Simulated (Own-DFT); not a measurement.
# Which arrangement is lower? C16Si16, 32 atoms

Calculated results; nothing here was measured. They come from Own-DFT, an in-house plane-wave density functional program, since retired, whose code no person has reviewed. Each row is one single-point run on a periodic cell that was not relaxed, without spin or spin-orbit coupling.

Settings of every run: PBE; PseudoDojo norm-conserving scalar-relativistic files; cutoff 42 hartree; 5 x 5 x 3 k mesh centred on Gamma; Fermi-Dirac smearing of 0.1 eV.

Known limits: forces on such cells passed a denser k mesh, each cell not checked; stress not checked against mesh or cutoff.

All cells hold the same atoms in the same cell, with vectors in Å (6.165, 0.000, 0.000); (-3.083, 5.339, 0.000); (0.000, 0.000, 10.068). Every atom was moved at random from its ideal site; u is the rms move along one axis. E is the free energy of the cell above the lowest run. The arrangements:

- A: 2H SiC
- B: 4H SiC

| arrangement | u (Å) | E (eV) | P (GPa) |
|---|---|---|---|
| A | 0.0281 | 0.008 | 3.64 |
| A | 0.0309 | 0.170 | 3.82 |
| A | 0.0331 | 0.353 | 3.99 |
| A | 0.0572 | 2.065 | 5.03 |
| A | 0.0619 | 4.070 | 6.69 |
| A | 0.0646 | 4.706 | 7.63 |
| B | 0.0301 | 0.000 | 3.78 |
| B | 0.0308 | 0.212 | 3.99 |
| B | 0.0336 | 0.057 | 3.73 |
| B | 0.0590 | 2.739 | 5.84 |
| B | 0.0622 | 3.403 | 6.58 |
| B | 0.0658 | 3.892 | 6.91 |

Question: once the cost of the random moves is taken out, how do the arrangements rank?

## Worked answer

Fit E = a + b u², with one b for all and one a for each arrangement, and with residuals divided by u², since the noise grows with the moves. Then b = 1151 eV/Å², the scatter at u = 0.04 Å is 0.23 eV, and against A:

- B: -0.13 ± 0.11 eV (not told apart from A)

These are energies of unrelaxed cells. Relaxing the atoms lowers the strained arrangements most, so the gaps would shrink and small ones could change sign.
